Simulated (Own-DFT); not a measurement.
# How strain changes the stress of diamond-structure SiGeSn with randomly placed atoms, 64 atoms (Ge44Si16Sn4)

These are calculations, not measurements. They come from Own-DFT, an in-house plane-wave density functional program, since retired, whose code no person has reviewed. Each row is one single-point run on a periodic cell that was not relaxed, without spin or spin-orbit coupling.

Settings of every run: PBE; PseudoDojo norm-conserving scalar-relativistic files; cutoff 49 hartree; 3 x 3 x 3 k mesh centred on Gamma; Fermi-Dirac smearing of 0.1 eV.

Known limits: forces on such cells moved up to 12 meV/angstrom on a denser k mesh; stress not checked against mesh or cutoff.

Unstrained cell vectors in Å: (11.306, 0.000, 0.000); (0.000, 11.306, 0.000); (0.000, 0.000, 11.306). The unstrained cell has measured lattice constants (interpolated for alloys), not those of this functional. That, the random moves and any unrelaxed bonds set the pressure at no strain. Each run strains this cell uniformly, with the atoms carried along. Every atom was also moved at random, by a Gaussian of width 0.05 Å on each axis. The random placing of the alloy's atoms differs from row to row. Strain is the symmetric tensor, in per cent. Stress is positive in tension, and the pressure is minus a third of its trace.

| run | e_xx (%) | e_yy (%) | e_zz (%) | s_xx (GPa) | s_yy (GPa) | s_zz (GPa) | P (GPa) | E (meV/atom) |
|---|---|---|---|---|---|---|---|---|
| 1 | -2.25 | -2.25 | 0.00 | -9.05 | -9.01 | -7.57 | 8.55 | 81.6 |
| 2 | 1.75 | 1.75 | 0.00 | -1.42 | -1.41 | -2.45 | 1.76 | 19.5 |
| 3 | 0.50 | 0.50 | 0.00 | -3.34 | -3.32 | -3.75 | 3.47 | 21.8 |
| 4 | -0.25 | -0.25 | 0.00 | -4.88 | -4.75 | -4.77 | 4.80 | 37.1 |
| 5 | 1.50 | 1.50 | 0.00 | -1.54 | -1.43 | -2.44 | 1.80 | 0.0 |
| 6 | 3.00 | 3.00 | 0.00 | 0.57 | 0.59 | -1.33 | 0.06 | 8.8 |
| 7 | -1.25 | -1.25 | 0.00 | -6.85 | -6.73 | -5.77 | 6.45 | 47.5 |
| 8 | -2.00 | -2.00 | 0.00 | -8.20 | -8.33 | -7.00 | 7.84 | 63.3 |
| 9 | 2.25 | 2.25 | 0.00 | ? | ? | ? | ? | ? |

E is the free energy for each atom above the lowest run shown.

## Worked fit

The change of volume is close to e_xx + e_yy + e_zz. A straight line through the runs shown gives P = 4.57 - 81 x (fractional change of volume) GPa, with an error of 3 on the slope and a scatter of 0.30 GPa. The strain isn't the same on all axes, but the crystal is cubic, so the slope still estimates the bulk modulus, averaged over pressures from 0.1 to 8.5 GPa.

## Withheld run

Question: what pressure should run 9 give? Its volume changes by 4.55 %.

The line gives 0.9 GPa. The calculation gave 0.94 GPa.
